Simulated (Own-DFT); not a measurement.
# How strain changes the stress of wurtzite AlGaN with randomly placed atoms, 72 atoms (Al9Ga27N36)

Calculated results; nothing here was measured. The program, named Own-DFT, is a retired in-house plane-wave density functional code that no person has reviewed. Each row is one single-point run on a periodic cell that was not relaxed, without spin or spin-orbit coupling.

Settings of every run: PBE; PseudoDojo norm-conserving scalar-relativistic files; cutoff 42 hartree; 4 x 4 x 3 k mesh centred on Gamma; Fermi-Dirac smearing of 0.1 eV.

Known limits: forces on such cells passed a denser k mesh, each cell not checked; stress not checked against mesh or cutoff.

Unstrained cell vectors in Å: (9.509, 0.000, 0.000); (-4.755, 8.235, 0.000); (0.000, 0.000, 10.268). The unstrained cell has measured lattice constants (interpolated for alloys), not those of this functional. That, the random moves and any unrelaxed bonds set the pressure at no strain. Each run strains this cell uniformly, with the atoms carried along. Every atom was also moved at random, by a Gaussian of width 0.05 Å on each axis. The random placing of the alloy's atoms differs from row to row. Strain is the symmetric tensor, in per cent. Stress is positive in tension, and the pressure is minus a third of its trace.

| run | e_xx (%) | e_yy (%) | e_zz (%) | s_xx (GPa) | s_yy (GPa) | s_zz (GPa) | P (GPa) | E (meV/atom) |
|---|---|---|---|---|---|---|---|---|
| 1 | 1.75 | 1.75 | 0.00 | 1.13 | 1.98 | -5.56 | 0.82 | 10.3 |
| 2 | 2.50 | 2.50 | 0.00 | 4.71 | 5.83 | -4.21 | -2.11 | 1.7 |
| 3 | 3.00 | 3.00 | 0.00 | 6.46 | 6.51 | -2.63 | -3.45 | 7.6 |
| 4 | 1.50 | 1.50 | 0.00 | -0.72 | 1.64 | -5.27 | 1.45 | 0.0 |
| 5 | 2.00 | 2.00 | 0.00 | 2.82 | 2.85 | -6.14 | 0.16 | 16.9 |
| 6 | -1.50 | -1.50 | 0.00 | -16.26 | -15.55 | -10.01 | 13.94 | 39.0 |
| 7 | 1.25 | 1.25 | 0.00 | -1.23 | 0.19 | -6.79 | 2.61 | 13.9 |
| 8 | 0.75 | 0.75 | 0.00 | -5.10 | -2.82 | -6.02 | 4.65 | 18.7 |
| 9 | -0.50 | -0.50 | 0.00 | ? | ? | ? | ? | ? |

E is the free energy for each atom above the lowest run shown.

## Worked fit

The change of volume is close to e_xx + e_yy + e_zz. A straight line through the runs shown gives P = 7.79 - 194 x (fractional change of volume) GPa, with an error of 5 on the slope and a scatter of 0.39 GPa. The strain isn't the same on all axes and the cell isn't cubic, so the slope belongs to this path and is not the bulk modulus.

## Withheld run

Question: what pressure should run 9 give? Its volume changes by -1.00 %.

The line gives 9.7 GPa. The calculation gave 9.98 GPa.
